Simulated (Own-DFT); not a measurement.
# PBE and PBEsol under strain: C40 NbSi2, 36 atoms (Nb12Si24)

Calculated, not measured: single-point runs of Own-DFT, a retired in-house plane-wave DFT program that no person has reviewed, on unrelaxed cells, without spin or spin-orbit coupling.

Known weak points: forces on such cells failed a check on a denser k mesh; stress not checked against mesh or cutoff.

Each geometry was run with PBE and with PBEsol, otherwise alike: PseudoDojo norm-conserving scalar-relativistic files made for PBE; cutoff 42 hartree; 4 x 4 x 5 k mesh centred on Gamma; cold (Marzari-Vanderbilt) smearing of 0.2 eV. Unstrained cell vectors in Å: (0.000, 8.324, 0.000); (-9.613, 0.000, 0.000); (0.000, 0.000, 6.586). Each has a uniform strain, of which the change of volume is shown, and random moves of rms u per axis.

| run | volume change (%) | u (Å) | P with PBE (GPa) | P with PBEsol (GPa) |
|---|---|---|---|---|
| 1 | 2.47 | 0.0534 | -1.30 | -4.85 |
| 2 | -0.50 | 0.0572 | 4.34 | 0.67 |
| 3 | -0.47 | 0.0497 | 3.62 | -0.06 |
| 4 | -1.90 | 0.0464 | 6.83 | 3.09 |
| 5 | 2.33 | 0.0523 | -1.42 | -4.97 |
| 6 | -0.70 | 0.0535 | 4.35 | 0.66 |
| 7 | -1.31 | 0.0498 | 5.99 | 2.28 |
| 8 | 1.09 | 0.0479 | 0.73 | -2.88 |
| 9 | 3.63 | 0.0491 | -3.34 | -6.84 |
| 10 | 3.54 | 0.0512 | -3.21 | -6.71 |
| 11 | 0.31 | 0.0525 | 1.75 | ? |

The question: by how much does PBEsol shrink this cell, and what belongs in the blank?

## Answer

Write v for the change of volume as a fraction. Fitted to v and u², the PBE pressure has a slope of -186 ± 5 GPa in v, with the ions held to the strained lattice. The difference PBEsol less PBE is -3.66 + 4.4 v GPa (slope ± 0.1) and averages -3.62 GPa. Divided by the mean slope of the two, 184 GPa, that makes PBEsol's volume at a given pressure, near 0 GPa, about 2.0 % smaller, or 0.66 % in lengths. At one volume PBEsol's slope is the smaller by 4 GPa, but its pressure there is lower too. If stiffness rises by about 4 GPa for each GPa, PBEsol at equal pressure is stiffer by about 10 GPa. Files made for PBEsol would give a different shift.

For run 11 the line gives -1.90 GPa. The hidden result is -1.89 GPa.
